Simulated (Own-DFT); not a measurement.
AlGa3N4 (wurtzite random alloy, strained, atoms displaced) (calculated)

A calculation, not a measurement: plane-wave PBE density functional theory by an unreviewed code, no spin, of a simulated periodic cell, stress positive in tension, free energy of the whole cell less one offset for each atom, forces on such cells passed a denser k mesh, this cell's mesh not checked; offsets are fitted by least squares, one for each functional and potential file, so energies compare only between cells with the same atoms and settings and are not formation energies; the far tail of each file's local potential was reset to the Coulomb form; each entry is a single point on an unrelaxed cell, so the pressure reflects the starting lattice, mostly measured values, from which strain is counted, and rises with the displacements; printed positions are rounded, which can move forces by about a meV/angstrom; the program is a retired in-house code; no spin-orbit coupling. Program: Own-DFT development build.

```xyz
72
Lattice="9.3666 0.0000 0.0000 -4.6833 8.1117 0.0000 0.0000 0.0000 10.2685" Properties=species:S:1:pos:R:3:force_x:R:1:force_y:R:1:force_z:R:1 formula=AlGa3N4 functional=PBE potential_files=PseudoDojo_norm-conserving,scalar-relativistic,standard_set_with_the_stringent_files_for_Ga wave_cutoff=96 occupations=Gaussian smearing_width=0.01 k_mesh=4_x_4_x_3_centred_on_Gamma free_energy_of_cell_above_offsets=-7.874 pressure=13.5 stress_xx=-13.04 stress_yy=-17.2 stress_zz=-10.25 stress_yz=-0.36 stress_xz=0.48 stress_xy=2.57
Ga    -0.0360     1.7521    10.2513      1.633      2.069      1.608
Ga     1.5216     0.8689     2.6238      0.654      1.066     -1.617
N     -0.0120     1.8592     1.9836     -0.279     -1.312      -0.53
N      1.6322     0.9179     4.4521     -0.987     -1.046      2.608
Ga     0.0414     1.8546     5.1302      -0.12     -2.093      0.551
Ga     1.6129     0.9970     7.7406      2.486     -2.228      0.067
N      0.1424     1.7890     7.1605     -3.259       2.19     -1.712
N      1.5485     0.9009     9.6429       0.16     -0.352      0.062
Ga    -1.5470     4.4418     0.0467     -0.977      2.125     -0.679
Ga     0.0795     3.5913     2.6284     -1.148      0.547     -0.442
N     -1.4777     4.6020     1.8762     -0.465     -2.194        1.9
N     -0.0257     3.6139     4.5726       1.75     -0.078     -0.789
Ga    -1.4499     4.5339     5.1693     -2.886      0.427     -0.687
Al    -0.0622     3.6111     7.6987      0.447     -0.069       1.34
N     -1.5732     4.5706     7.0196      1.135     -2.046      1.331
N     -0.0323     3.6649     9.7655      1.236     -2.125     -3.419
Al    -3.0935     7.2672    10.2554      0.434     -0.832      0.297
Ga    -1.5233     6.2916     2.5618     -1.052      1.532      0.504
N     -3.0821     7.2761     1.8864     -1.324      -1.81      0.179
N     -1.6314     6.3016     4.5547      1.607     -0.002     -1.236
Al    -3.0622     7.1656     5.1478     -1.888      1.327      0.697
Al    -1.6014     6.2109     7.6871      1.553      2.772       1.74
N     -2.9933     7.2074     7.1036     -1.603      0.657     -1.173
N     -1.5945     6.3031     9.6666     -0.054      0.104     -1.438
Ga     3.1064     1.7993    10.2570     -0.659      0.742      1.099
Al     4.7086     0.9755     2.5268     -0.791     -1.182      0.452
N      3.1003     1.8385     1.9219      1.073     -0.487      0.395
N      4.7280     0.8922     4.4834     -0.373      1.214     -1.211
Ga     3.1299     1.8873     5.1673      1.046     -2.319     -0.748
Ga     4.6668     0.8803     7.7593      0.974      0.485     -0.422
N      3.2421     1.8873     7.0471     -1.624      0.434      0.708
N      4.6477     0.9140     9.7145      0.936      0.278     -1.184
Ga     1.6045     4.5074    10.2238     -0.698     -0.322      1.384
Ga     3.1819     3.6450     2.5923     -1.262     -0.558     -2.374
N      1.5196     4.5025     1.9464      2.025     -0.198     -0.643
N      3.1106     3.5579     4.3953       0.46      1.828      3.029
Ga     1.5984     4.4773     5.2514     -0.015      0.736     -1.691
Al     3.0815     3.6472     7.6539      1.515     -0.265      1.587
N      1.5338     4.5061     7.1392     -0.414     -1.842     -0.215
N      3.0839     3.5752     9.5938      1.467      0.649     -0.727
Ga     0.0291     7.2469    10.2361      -0.76     -1.793      0.389
Ga     1.5420     6.2611     2.5478      0.369      0.954      0.602
N     -0.0186     7.1370     1.8818      1.138      2.732      0.929
N      1.6096     6.2562     4.5200      0.073      0.838      0.348
Ga    -0.0039     7.2455     5.1014      0.612     -0.473      0.674
Ga     1.5417     6.2595     7.6788      0.455      1.926       0.95
N      0.0560     7.2448     7.0944     -1.861     -1.423      -0.29
N      1.5577     6.2742     9.6449      1.182      1.392     -0.485
Ga     6.2235     1.8207    10.2512      0.793     -0.072      0.401
Ga     7.7560     0.9394     2.6229      1.561     -0.433     -0.714
N      6.2985     1.8458     1.9777     -1.881      0.266     -1.328
N      7.7335     0.9061     4.4904      2.239     -0.104      1.058
Ga     6.3168     1.9167     5.0806     -1.926     -1.335      1.555
Ga     7.8909     0.8254     7.7344     -1.239       1.63     -0.493
N      6.2078     1.8373     7.0606      1.576     -0.143      0.379
N      7.8779     0.8669     9.6556     -2.354     -0.023     -0.563
Ga     4.7595     4.5781     0.0353      -1.42      -1.19     -0.234
Ga     6.3348     3.6831     2.5369      0.035     -0.175      0.292
N      4.7283     4.5629     1.9929      0.015      0.176     -0.857
N      6.2018     3.6386     4.4504      0.656      1.438      0.561
Al     4.6504     4.4781     5.0484      0.284      0.802      1.277
Ga     6.2643     3.6411     7.7484      -0.75     -0.657     -1.868
N      4.6716     4.5637     7.1816     -0.895      -1.63     -2.648
N      6.2389     3.6391     9.5729      0.315     -0.728      2.163
Ga     3.2251     7.2142     0.0625      -1.69     -0.592      0.159
Al     4.6632     6.2949     2.5915      1.008      1.586      0.132
N      3.1595     7.2506     1.9950     -0.006     -0.923     -0.115
N      4.6523     6.2974     4.5153      0.706      0.447     -0.015
Al     3.1585     7.2955     5.1294     -0.801      -1.53     -0.418
Ga     4.6628     6.3159     7.6905      0.857      1.392      0.386
N      3.1024     7.2394     6.9998       0.47     -0.887      0.001
N      4.7366     6.3317     9.6871      0.528      0.711     -0.835
```

Units: wave_cutoff in hartree; smearing_width, free_energy_of_cell_above_offsets in eV; pressure, stress_xx, stress_yy, stress_zz, stress_yz, stress_xz, stress_xy in GPa; force_x, force_y, force_z in eV/Å.
